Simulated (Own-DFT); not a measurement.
Simulation results for Hf36O71 (tetragonal hafnia with one neutral oxygen vacancy, atoms displaced)

Computed with Own-DFT development build. A calculation, not a measurement: plane-wave PBE and HSE06 DFT by an unreviewed code, no spin, of a simulated cell at Gamma alone, so results move with cell size and shape, stress positive in tension, energies less offsets, not probed for a lower state with spin; hafnium file: forces about 75 meV/angstrom off all-electron values; oxygen file: force components 24 meV/angstrom off all-electron in a glass; k mesh not checked against a denser one; forces and stress are PBE's, HSE06 gives the energy alone, and its difference from PBE has offsets of its own; offsets are fitted by least squares, one for each functional and potential file, so energies compare only between cells with the same atoms and settings and are not formation energies; the far tail of each file's local potential was reset to the Coulomb form; each entry is a single point on an unrelaxed cell, so the pressure reflects the starting lattice, taken from the Materials Project, from which strain is counted, and rises with the displacements; printed positions are rounded, which can move forces by about a meV/angstrom; the program is a retired in-house code; no spin-orbit coupling.

Common to all runs: first functional PBE; second functional HSE06; exact exchange share 0.25; screening 0.11 1/bohr; exchange divergence Gygi-Baldereschi; potential files PseudoDojo norm-conserving, scalar-relativistic, made for PBE, standard set; wave cutoff 48 hartree; occupations fixed; k mesh 1 x 1 x 1 centred on Gamma.

(1) Hf36O71 (tetragonal hafnia with one neutral oxygen vacancy, atoms displaced)

```
Hf36O71
1.0
     10.7800     0.0000     0.0000
      0.0000    10.7800     0.0000
      0.0000     0.0000    10.4493
Hf O Hf O Hf O Hf O Hf O Hf O Hf O Hf O Hf O Hf O Hf O Hf O Hf O Hf O Hf O Hf O Hf O Hf O
2 4 2 4 2 4 2 3 2 4 2 4 2 4 2 4 2 4 2 4 2 4 2 4 2 4 2 4 2 4 2 4 2 4 2 4
Direct
  0.99737 0.00354 0.00462
  0.16182 0.16514 0.25329
  0.00514 0.17217 0.15118
  0.17184 0.99861 0.35378
  0.00091 0.17026 0.40059
  0.16468 0.00167 0.09946
  0.99589 0.99632 0.49857
  0.16547 0.17013 0.74504
  0.99310 0.16551 0.65075
  0.17276 0.00942 0.84031
  0.99999 0.17500 0.89919
  0.16442 0.99915 0.60104
  0.99895 0.33180 0.00162
  0.17160 0.49226 0.24831
  0.99619 0.49926 0.15416
  0.15958 0.33491 0.35991
  0.00062 0.49837 0.40292
  0.16848 0.34089 0.09564
  0.99632 0.33481 0.48880
  0.16233 0.49848 0.74394
  0.00188 0.50097 0.65553
  0.16586 0.32859 0.84108
  0.00296 0.49526 0.89912
  0.00893 0.66995 0.00865
  0.15737 0.83927 0.25544
  0.99633 0.83488 0.15406
  0.16351 0.66825 0.34668
  0.99523 0.82814 0.40356
  0.17313 0.66538 0.09408
  0.00508 0.66459 0.49795
  0.16680 0.82647 0.75678
  0.00719 0.83613 0.65980
  0.16885 0.67980 0.84219
  0.99572 0.83837 0.89129
  0.15857 0.67593 0.60184
  0.33696 0.99630 0.00224
  0.49781 0.16801 0.25249
  0.34083 0.17122 0.15207
  0.49690 0.01149 0.34564
  0.34468 0.17505 0.39054
  0.49537 0.00277 0.09355
  0.33774 0.99971 0.50345
  0.49751 0.16198 0.75445
  0.33910 0.16890 0.64779
  0.50068 0.99891 0.84636
  0.33047 0.16643 0.90382
  0.50224 0.99836 0.59849
  0.33622 0.33560 0.99397
  0.49658 0.50097 0.25582
  0.33191 0.49968 0.15435
  0.49904 0.33549 0.34525
  0.33404 0.50312 0.39825
  0.49636 0.32259 0.09573
  0.33145 0.33734 0.50079
  0.50147 0.50107 0.74319
  0.33518 0.50066 0.65158
  0.50693 0.33649 0.84292
  0.33809 0.50127 0.90438
  0.50288 0.33024 0.60107
  0.33359 0.68140 0.00085
  0.50987 0.83051 0.25303
  0.32968 0.83083 0.14767
  0.49531 0.65930 0.35158
  0.33171 0.83142 0.40768
  0.50722 0.67303 0.09720
  0.33838 0.66401 0.50037
  0.49890 0.83300 0.74702
  0.33563 0.82732 0.64864
  0.49826 0.66438 0.83743
  0.33123 0.83630 0.91154
  0.50515 0.67197 0.59809
  0.66417 0.99681 0.99982
  0.83065 0.17379 0.24877
  0.66316 0.16803 0.14858
  0.83551 0.00334 0.33597
  0.66035 0.17283 0.40509
  0.83505 0.00231 0.10715
  0.66150 0.00314 0.49970
  0.83234 0.16613 0.74837
  0.66777 0.16596 0.64912
  0.82545 0.00238 0.85098
  0.66999 0.17045 0.90271
  0.83674 0.99308 0.60023
  0.65973 0.33840 0.99071
  0.83407 0.50200 0.24820
  0.66146 0.49793 0.14978
  0.82810 0.33707 0.33325
  0.66737 0.50791 0.40174
  0.84086 0.32820 0.10039
  0.66810 0.32161 0.49830
  0.83686 0.49704 0.74248
  0.67304 0.49261 0.64778
  0.83755 0.33239 0.84434
  0.66861 0.50339 0.90172
  0.83674 0.33075 0.60746
  0.66750 0.66548 0.00386
  0.83185 0.83832 0.24439
  0.66732 0.83523 0.15107
  0.83531 0.65713 0.34535
  0.65896 0.83034 0.40670
  0.82544 0.67165 0.09552
  0.66047 0.66704 0.49772
  0.83405 0.82202 0.74714
  0.67515 0.82748 0.65535
  0.83170 0.66839 0.83825
  0.66943 0.83203 0.89649
  0.83130 0.66907 0.59072
```

* PBE energy of cell above offsets: -95.881 eV
* HSE06 less PBE above offsets: 0.096 eV
* PBE pressure: 2.86 GPa
* PBE stress xx: -1.68 GPa
* PBE stress yy: -3.81 GPa
* PBE stress zz: -3.09 GPa
* PBE stress yz: 0.28 GPa
* PBE stress xz: -0.29 GPa
* PBE stress xy: -0.14 GPa

Force:
```csv
element,x (eV/Å),y (eV/Å),z (eV/Å)
Hf,-0.189,0.569,-2.152
Hf,1.933,0.302,-0.469
O,-0.562,-0.542,0.265
O,-0.466,0.661,-0.415
O,-0.272,-1.067,-0.491
O,-0.015,-0.208,0.346
Hf,0.837,0.352,1.786
Hf,-0.541,-1.434,-0.309
O,1.512,0.104,-0.461
O,-0.174,-1.453,1.096
O,-0.019,-1.994,0.579
O,0.807,0.556,-1.588
Hf,-0.078,0.465,-0.661
Hf,-0.751,0.757,-0.033
O,1.286,0.976,-0.388
O,0.83,-0.456,-0.803
O,-0.18,0.201,-0.188
O,0.093,-0.155,0.57
Hf,0.585,-0.246,2.348
Hf,0.663,-0.209,1.481
O,0.057,-0.136,-1.416
O,0.557,1.716,-0.512
O,0.499,1.844,0.699
Hf,-1.638,-0.734,-1.96
Hf,1.932,-0.978,-0.008
O,0.653,-0.473,-0.814
O,-0.015,-0.301,-0.342
O,0.111,1.252,-0.676
O,-1.412,0.058,0.414
Hf,-1.3,-0.066,0.216
Hf,-0.523,5.273,-3.059
O,-1.292,-0.132,-1.407
O,0.028,-5.055,3.019
O,0.671,-0.351,2.816
O,2.072,-1.102,-0.441
Hf,-1.679,2.307,0.176
Hf,-0.243,1.92,-1.946
O,-2.63,-0.633,0.058
O,0.7,-3.522,0.986
O,-1.458,-0.537,2.126
O,1.428,-0.843,0.702
Hf,-1.94,0.445,-0.437
Hf,0.571,1.581,-0.236
O,-0.902,0.029,-0.126
O,-0.112,-0.423,0.368
O,1.055,0.202,-0.516
O,0.04,-0.231,0.188
Hf,-0.21,-0.355,0.801
Hf,0.882,-1.367,-1.35
O,0.909,0.137,0.054
O,0.534,0.67,0.578
O,-0.518,-0.833,0.53
O,0.615,1.159,-0.741
Hf,0.55,-0.923,0.095
Hf,1.009,-0.529,0.541
O,-0.632,0.019,-0.8
O,-0.283,-0.516,0.432
O,-0.385,0.674,-0.246
O,-0.479,0.338,-1.089
Hf,1.328,-2.984,0.45
Hf,-2.098,0.218,-0.177
O,0.48,0.184,1.456
O,0,2.206,0.001
O,0.617,0.346,-0.441
O,-1.559,0.4,0.611
Hf,-1.186,1.134,0.409
Hf,1.541,-0.79,-0.101
O,0.12,0.428,0.759
O,-0.305,1.053,0.798
O,0.469,0.486,-2.29
O,-1.198,-0.54,-0.004
Hf,1.215,1.081,-0.945
Hf,-0.234,-0.505,-2.283
O,0.962,-0.456,0.87
O,-0.361,-0.235,1.918
O,0.813,-2.865,-1.378
O,-0.26,-0.345,-1.271
Hf,1.501,-0.344,0.809
Hf,0.288,-0.149,1.082
O,-0.59,-0.482,-0.296
O,0.305,-0.251,0.14
O,-0.761,-0.777,-0.136
O,-1.155,0.458,-1.485
Hf,0.664,-0.685,1.426
Hf,-1.42,0.345,-0.752
O,0.371,-0.056,0.08
O,0.01,-0.425,2.701
O,-0.416,-1.872,-0.11
O,-1.554,0.061,-0.765
Hf,-0.325,4.317,2.208
Hf,-0.922,-0.071,1.214
O,-1.141,0.632,0.344
O,-0.548,0.621,0.446
O,-0.073,0.208,-0.332
O,-0.346,0.136,-2.348
Hf,-0.038,-0.258,-2.069
Hf,0.175,-1.217,1.096
O,-0.261,0.659,0.172
O,0.019,2.548,-0.401
O,-0.229,1.475,-1.397
O,2.263,0.027,0.269
Hf,2.358,-1.143,0.774
Hf,1.149,2.361,0.108
O,-2.764,0.716,-0.905
O,0.347,-2.19,1.222
O,-0.701,-0.06,1.332
O,0.926,-0.168,-0.005
```

(2) Hf36O71 (tetragonal hafnia with one neutral oxygen vacancy, atoms displaced)

```
Hf36O71
1.0
     10.7800     0.0000     0.0000
      0.0000    10.7800     0.0000
      0.0000     0.0000    10.4493
Hf O Hf O Hf O Hf O Hf O Hf O Hf O Hf O Hf O Hf O Hf O Hf O Hf O Hf O Hf O Hf O Hf O Hf O
2 4 2 4 2 4 2 4 2 3 2 4 2 4 2 4 2 4 2 4 2 4 2 4 2 4 2 4 2 4 2 4 2 4 2 4
Direct
  0.99841 0.99972 0.00082
  0.16138 0.17050 0.25143
  0.00326 0.16446 0.14607
  0.16076 0.99860 0.34476
  0.99712 0.17112 0.39548
  0.15882 0.01034 0.10318
  0.00533 0.99569 0.50116
  0.17340 0.16224 0.74808
  0.00403 0.16697 0.65358
  0.16679 0.99981 0.84438
  0.99425 0.17136 0.90496
  0.16249 0.00269 0.58702
  0.98956 0.34008 0.00220
  0.16340 0.50526 0.24209
  0.99577 0.49909 0.16126
  0.16410 0.32961 0.34104
  0.00322 0.50146 0.39872
  0.16171 0.33164 0.09737
  0.99616 0.32709 0.50172
  0.15995 0.49450 0.75095
  0.99582 0.49499 0.65526
  0.16191 0.34363 0.84284
  0.00746 0.49550 0.90534
  0.16130 0.33247 0.58997
  0.00237 0.66778 0.99638
  0.16155 0.82371 0.24797
  0.00009 0.83888 0.14894
  0.16373 0.66359 0.35152
  0.99514 0.83016 0.40230
  0.00266 0.66356 0.49624
  0.16623 0.83426 0.75533
  0.99638 0.82978 0.65181
  0.16039 0.67464 0.84609
  0.99648 0.83449 0.90320
  0.16577 0.66986 0.60840
  0.32963 0.00184 0.99770
  0.49515 0.16853 0.25264
  0.32320 0.16670 0.15613
  0.49762 0.00425 0.34577
  0.32891 0.16214 0.40697
  0.50164 0.00412 0.09447
  0.33333 0.00278 0.49813
  0.50333 0.15996 0.74819
  0.33024 0.16617 0.65748
  0.49449 0.00064 0.84787
  0.32857 0.16865 0.90405
  0.49683 0.99315 0.59706
  0.33262 0.32934 0.00150
  0.50337 0.50398 0.24917
  0.33395 0.50433 0.15366
  0.49764 0.33488 0.34554
  0.33848 0.50495 0.40470
  0.50191 0.32736 0.08771
  0.33969 0.33005 0.50360
  0.50292 0.48999 0.75352
  0.32174 0.49252 0.64998
  0.50751 0.33805 0.84525
  0.33069 0.49046 0.89337
  0.50419 0.33798 0.59733
  0.32781 0.66014 0.99960
  0.50118 0.83016 0.25335
  0.33301 0.83957 0.14660
  0.50387 0.66803 0.35981
  0.33804 0.83497 0.40184
  0.50777 0.66479 0.09910
  0.32401 0.65651 0.50094
  0.49489 0.83095 0.74916
  0.33546 0.83160 0.64957
  0.49558 0.67479 0.84329
  0.33382 0.83940 0.89769
  0.50447 0.66596 0.58941
  0.66293 0.99603 0.99794
  0.82994 0.15795 0.24293
  0.66306 0.16363 0.15112
  0.82705 0.00622 0.34573
  0.66416 0.17151 0.39666
  0.83288 0.99052 0.10599
  0.66310 0.99521 0.50966
  0.82698 0.16284 0.75290
  0.66316 0.16170 0.64908
  0.83516 0.00347 0.85016
  0.66455 0.16530 0.90453
  0.83314 0.99397 0.60278
  0.66041 0.32914 0.00950
  0.83106 0.50904 0.24468
  0.66446 0.49936 0.15766
  0.83932 0.33299 0.35394
  0.66184 0.50281 0.39978
  0.83929 0.33354 0.10434
  0.65379 0.33446 0.50200
  0.83224 0.49734 0.75690
  0.65997 0.49656 0.65137
  0.84160 0.33614 0.84946
  0.67493 0.49321 0.90632
  0.82346 0.33416 0.60437
  0.67542 0.66853 0.99719
  0.83508 0.83506 0.24437
  0.66741 0.83931 0.14763
  0.84472 0.66215 0.35417
  0.66061 0.83626 0.40152
  0.83093 0.65929 0.09092
  0.67010 0.65999 0.50785
  0.83846 0.83854 0.74829
  0.66647 0.82758 0.65331
  0.83055 0.66951 0.84465
  0.66692 0.83583 0.90655
  0.82487 0.66843 0.60674
```

* PBE energy of cell above offsets: -95.823 eV
* HSE06 less PBE above offsets: 0.142 eV
* PBE pressure: 2.42 GPa
* PBE stress xx: -3.13 GPa
* PBE stress yy: -1.59 GPa
* PBE stress zz: -2.55 GPa
* PBE stress yz: 0.49 GPa
* PBE stress xz: 0.59 GPa
* PBE stress xy: 0.04 GPa

Force:
```csv
element,x (eV/Å),y (eV/Å),z (eV/Å)
Hf,0.16,2.173,0.541
Hf,-1.26,-1.149,-0.44
O,-1.773,-0.081,0.457
O,-0.076,-0.878,0.194
O,0.31,-1.773,0.961
O,1.225,-1.33,-1.745
Hf,-1.716,1.271,-1.592
Hf,-3.015,1.948,0.806
O,-1.028,-0.306,0.104
O,-0.128,0.303,0.489
O,0.264,-0.865,-0.112
O,1.702,-0.109,1.821
Hf,1.638,-2.745,-0.159
Hf,-0.306,-2.573,1.6
O,1.023,0.994,-1.921
O,0.751,2.16,0.559
O,0.546,-0.317,0.981
O,0.911,0.884,-0.642
Hf,-1.645,0.694,-0.944
Hf,0.125,1.313,-1.219
O,-0.187,0.495,-0.143
O,0.597,-3.701,0.549
O,-0.659,2.94,0.014
O,1.727,-0.249,0.3
Hf,0.209,-0.279,-0.397
Hf,1.494,2.729,0.582
O,0.25,-1.566,-0.112
O,0.327,0.586,-0.462
O,0.337,0.357,-0.41
Hf,-1.259,-0.703,1.118
Hf,0.717,-0.417,-1.911
O,1.324,0.518,-0.024
O,0.351,-1.598,1.992
O,0.093,-0.308,-0.142
O,-0.513,-0.069,-1.185
Hf,-0.119,-0.564,1.66
Hf,0.575,-1.23,-0.385
O,2.19,0.413,-0.474
O,-0.145,-0.339,0.042
O,0.567,1.515,-0.105
O,-1.132,0.073,-0.165
Hf,-0.179,-2.384,-0.78
Hf,-0.167,0.219,0.896
O,2.128,0.202,-1.021
O,0.387,0.349,-0.239
O,0.167,0.267,-0.456
O,0.012,1.02,0.606
Hf,-2.003,0.304,0.125
Hf,-0.298,1.597,1.714
O,-0.177,0.459,-0.957
O,-0.605,0.054,0.195
O,-0.265,-2.248,-0.744
O,-2.109,0.263,1.722
Hf,-2.564,1.342,-0.859
Hf,-1.224,3.275,-1.261
O,1.948,0.06,-0.107
O,-0.176,-2.835,0.606
O,0.369,1.704,1.57
O,-2.786,-0.644,1.509
Hf,1.453,0.606,-0.463
Hf,-0.104,0.09,0.701
O,-0.85,-1.126,0.362
O,-0.46,-0.277,-2.613
O,-0.604,-0.577,-0.152
O,-1.273,-0.008,-0.35
Hf,2.037,2.338,1.167
Hf,0.373,0.044,-1.033
O,-1.309,0.323,0.568
O,0.056,-2.618,0.841
O,-0.608,-1.184,0.625
O,-1.885,-0.211,1.319
Hf,0.232,0.354,1.216
Hf,1.109,2.458,1.332
O,0.078,0.533,-0.309
O,0.34,-2.172,0.578
O,-0.632,-0.56,1.075
O,0.034,0.643,-1.181
Hf,0.897,0.042,-2.073
Hf,2.082,1.727,-0.326
O,-0.353,-0.238,0.35
O,-0.266,-0.612,0.318
O,0.069,0.379,-0.836
O,-0.034,0.473,-0.181
Hf,2.908,-0.083,-1.241
Hf,0.013,-2.674,2.864
O,0.206,-0.52,-1.173
O,-0.556,0.636,-1.223
O,0.111,-0.909,0.169
O,-2.531,0.147,-0.123
Hf,4.896,0.12,-2.486
Hf,-0.533,0.008,-1.678
O,1.017,0.239,0.549
O,-0.455,-1.012,0.292
O,-0.551,1.048,0.051
O,0.173,-0.395,-0.188
Hf,-2.155,-0.018,-0.946
Hf,-1.118,1.002,1.798
O,0.108,-0.814,0.657
O,-0.921,1.212,-1.081
O,0.621,-0.429,0.094
O,1.558,0.435,1.242
Hf,-1.189,1.126,-0.975
Hf,-1.362,-0.744,-0.347
O,-0.163,1.185,0.469
O,0.272,-0.297,0.93
O,0.091,-0.477,-0.736
O,2.265,-0.434,-0.462
```

(3) Hf36O71 (tetragonal hafnia with one neutral oxygen vacancy, atoms displaced)

```
Hf36O71
1.0
     10.7800     0.0000     0.0000
      0.0000    10.7800     0.0000
      0.0000     0.0000    10.4493
Hf O Hf O Hf O Hf O Hf O Hf O Hf O Hf O Hf O Hf O Hf O Hf O Hf O Hf O Hf O Hf O Hf O Hf O
2 4 2 4 2 4 2 4 2 4 2 4 2 4 2 4 2 4 2 3 2 4 2 4 2 4 2 4 2 4 2 4 2 4 2 4
Direct
  0.99625 0.00384 0.99747
  0.17167 0.17506 0.24949
  0.00193 0.16667 0.15368
  0.16647 0.99545 0.34991
  0.00491 0.16456 0.39387
  0.16197 0.99481 0.10328
  0.00399 0.99431 0.50784
  0.17027 0.16465 0.75158
  0.00226 0.16694 0.64828
  0.17055 0.00662 0.84795
  0.99436 0.16615 0.90583
  0.16398 0.99916 0.59637
  0.00297 0.32862 0.00507
  0.15406 0.49684 0.25011
  0.00006 0.49321 0.15633
  0.17622 0.32981 0.34567
  0.00376 0.49289 0.41196
  0.16635 0.33404 0.10694
  0.00162 0.33688 0.49962
  0.16551 0.49609 0.75662
  0.99747 0.49689 0.65560
  0.15880 0.33195 0.84837
  0.99700 0.49906 0.89704
  0.16666 0.33068 0.59771
  0.00256 0.67126 0.00375
  0.16346 0.83811 0.25123
  0.01222 0.82742 0.15244
  0.16830 0.66686 0.34607
  0.00278 0.83378 0.39917
  0.16739 0.66944 0.09590
  0.99580 0.66570 0.50311
  0.16658 0.82451 0.75484
  0.00410 0.83753 0.66069
  0.15982 0.66822 0.85016
  0.99717 0.83364 0.90480
  0.15912 0.66343 0.59462
  0.33471 0.00572 0.99745
  0.50587 0.16205 0.24375
  0.33155 0.16883 0.15309
  0.49287 0.00309 0.33785
  0.33583 0.17810 0.40529
  0.49276 0.99206 0.09760
  0.33620 0.99684 0.49266
  0.50004 0.17979 0.75211
  0.34067 0.16682 0.65459
  0.48893 0.99373 0.84498
  0.33160 0.16746 0.90461
  0.49744 0.00610 0.59568
  0.33244 0.34175 0.00633
  0.50613 0.50685 0.25004
  0.32811 0.50926 0.15546
  0.50074 0.33277 0.35306
  0.33595 0.50024 0.40753
  0.49145 0.32963 0.09359
  0.32932 0.32595 0.49777
  0.50603 0.49516 0.74762
  0.33439 0.49558 0.64959
  0.33263 0.50724 0.90748
  0.50640 0.32797 0.59506
  0.33658 0.65452 0.99277
  0.49797 0.82788 0.23972
  0.32568 0.83404 0.15450
  0.50170 0.66395 0.35040
  0.32255 0.82743 0.41312
  0.49986 0.65905 0.08560
  0.33383 0.66653 0.50902
  0.49472 0.83215 0.74993
  0.32595 0.83114 0.65349
  0.50194 0.67160 0.84775
  0.33839 0.82926 0.90169
  0.49658 0.67429 0.61054
  0.66583 0.00177 0.99666
  0.84023 0.16436 0.25853
  0.67378 0.16568 0.14920
  0.83685 0.00455 0.35170
  0.66947 0.17430 0.40714
  0.83201 0.00609 0.10127
  0.66504 0.99195 0.49420
  0.83528 0.16779 0.74841
  0.66392 0.15980 0.64844
  0.83204 0.98868 0.85117
  0.66972 0.17308 0.90875
  0.83877 0.99827 0.59561
  0.67054 0.33037 0.00417
  0.83084 0.50136 0.25216
  0.66884 0.48589 0.15681
  0.82865 0.33083 0.35390
  0.66498 0.49231 0.39815
  0.83711 0.33856 0.10176
  0.66900 0.33443 0.49608
  0.82591 0.49918 0.75421
  0.66147 0.50013 0.65597
  0.83601 0.32586 0.84876
  0.66277 0.50681 0.90866
  0.83286 0.33070 0.59819
  0.65733 0.67459 0.00281
  0.83615 0.83831 0.24417
  0.66619 0.83559 0.15408
  0.83006 0.67064 0.35494
  0.66793 0.83623 0.39780
  0.83463 0.66875 0.09528
  0.67568 0.66491 0.51177
  0.82900 0.83866 0.74899
  0.66270 0.83390 0.64461
  0.82814 0.66157 0.84623
  0.66209 0.83180 0.89890
  0.83128 0.66636 0.59740
```

* PBE energy of cell above offsets: -95.817 eV
* HSE06 less PBE above offsets: 0.137 eV
* PBE pressure: 2.6 GPa
* PBE stress xx: -2.28 GPa
* PBE stress yy: -2.59 GPa
* PBE stress zz: -2.94 GPa
* PBE stress yz: -0.82 GPa
* PBE stress xz: -0.42 GPa
* PBE stress xy: 0.03 GPa

Force:
```csv
element,x (eV/Å),y (eV/Å),z (eV/Å)
Hf,1.474,-0.832,1.092
Hf,-1.15,-2.629,0.47
O,-0.014,0.334,-0.649
O,0.741,1.898,0.165
O,-0.228,0.619,1.06
O,0.299,0.802,-1.417
Hf,0.403,1.034,-1.665
Hf,0.189,0.194,-1.35
O,-0.406,-0.158,1.044
O,-0.403,-1.436,0.29
O,-0.036,-0.25,-0.651
O,1.723,0.538,0.477
Hf,-0.754,1.005,-0.562
Hf,3.348,1.805,1.379
O,-1.464,0.539,-0.466
O,-0.756,1.595,0.875
O,-0.225,2.182,-1.714
O,0.042,-0.007,-0.889
Hf,-0.397,-2.886,1.423
Hf,-0.89,0.291,-1.632
O,-0.232,0.155,0.025
O,0.552,-0.082,0.743
O,0.261,-0.115,1.444
O,-0.291,0.106,0.247
Hf,0.412,-0.503,-0.703
Hf,1.62,-0.993,0.798
O,-3.984,0.119,-0.653
O,-0.947,-0.951,-0.14
O,-0.842,-0.524,0.814
O,-0.223,-0.971,-0.627
Hf,1.621,0.325,-1.025
Hf,0.5,1.893,-0.129
O,-1.399,-0.48,-0.776
O,0.421,-1.445,0.007
O,0.051,0.227,0.053
O,0.651,0.11,0.937
Hf,-1.649,-1.88,0.082
Hf,-0.513,2.22,0.888
O,1.056,-0.435,-0.361
O,0.186,-1.469,0.786
O,-0.207,-4.3,-1.518
O,1.948,0.63,-0.323
Hf,-0.955,0.444,0.827
Hf,0.349,-1.017,-0.955
O,-1.305,0.323,0.33
O,0.994,2.33,0.527
O,0.587,1.852,-0.107
O,0.265,-1.115,-1.011
Hf,-0.581,-1.195,-0.096
Hf,-2.098,-2.051,1.635
O,0.787,-0.73,-0.388
O,0.195,0.004,-1.871
O,0.068,0.009,0.093
O,1.811,0.12,-0.292
Hf,1.293,3.609,1.11
Hf,-2.075,0.512,0.635
O,0.059,0.343,1.847
O,-0.092,-4.366,-2.719
O,-0.826,0.391,1.554
Hf,-1.855,5.255,2.742
Hf,-1.554,0.665,1.378
O,2.206,-0.224,0.273
O,0.257,1.182,-0.656
O,1.187,0.771,-0.86
O,-0.405,0.286,2.833
Hf,-0.677,-1.377,-0.975
Hf,-0.673,0.076,-0.363
O,0.466,0.065,0.171
O,-0.014,-1.66,0.219
O,-0.757,0.181,0.228
O,1.01,-0.643,-1.294
Hf,-0.307,-0.202,0.245
Hf,0.242,0.865,-0.13
O,-1.125,0.02,0.243
O,-0.571,-1.447,-0.463
O,-0.32,-2.688,-1.253
O,0.107,-1.068,-0.297
Hf,0.051,2.127,1.463
Hf,-0.248,-0.224,-1.356
O,0.888,0.118,1.847
O,-0.488,2.528,0.393
O,-0.818,-1.825,-1.131
O,-1.478,-0.502,0.753
Hf,0.128,1.69,0.617
Hf,-0.239,-0.77,0.199
O,-0.201,0.778,-0.37
O,0.935,1.002,-0.811
O,0.532,2.488,0.509
O,-0.051,-0.261,-0.392
Hf,-0.463,-1.011,0.323
Hf,2.037,-0.623,0.806
O,1.317,0.513,-1.141
O,-0.65,1.35,0.224
O,-0.296,-1.705,-0.318
O,0.099,0.139,0.488
Hf,2.983,-0.522,-2.089
Hf,0.882,-0.325,1.094
O,-0.025,-0.28,-0.944
O,0.142,-0.609,-0.749
O,-0.104,-1.147,-0.175
O,-0.798,0.036,0.953
Hf,-3.083,0.63,-2.23
Hf,0.441,-1.726,-0.233
O,0.913,0.111,0.305
O,0.017,1.359,-0.554
O,0.311,1.003,0.259
O,1.085,-0.141,1.253
```
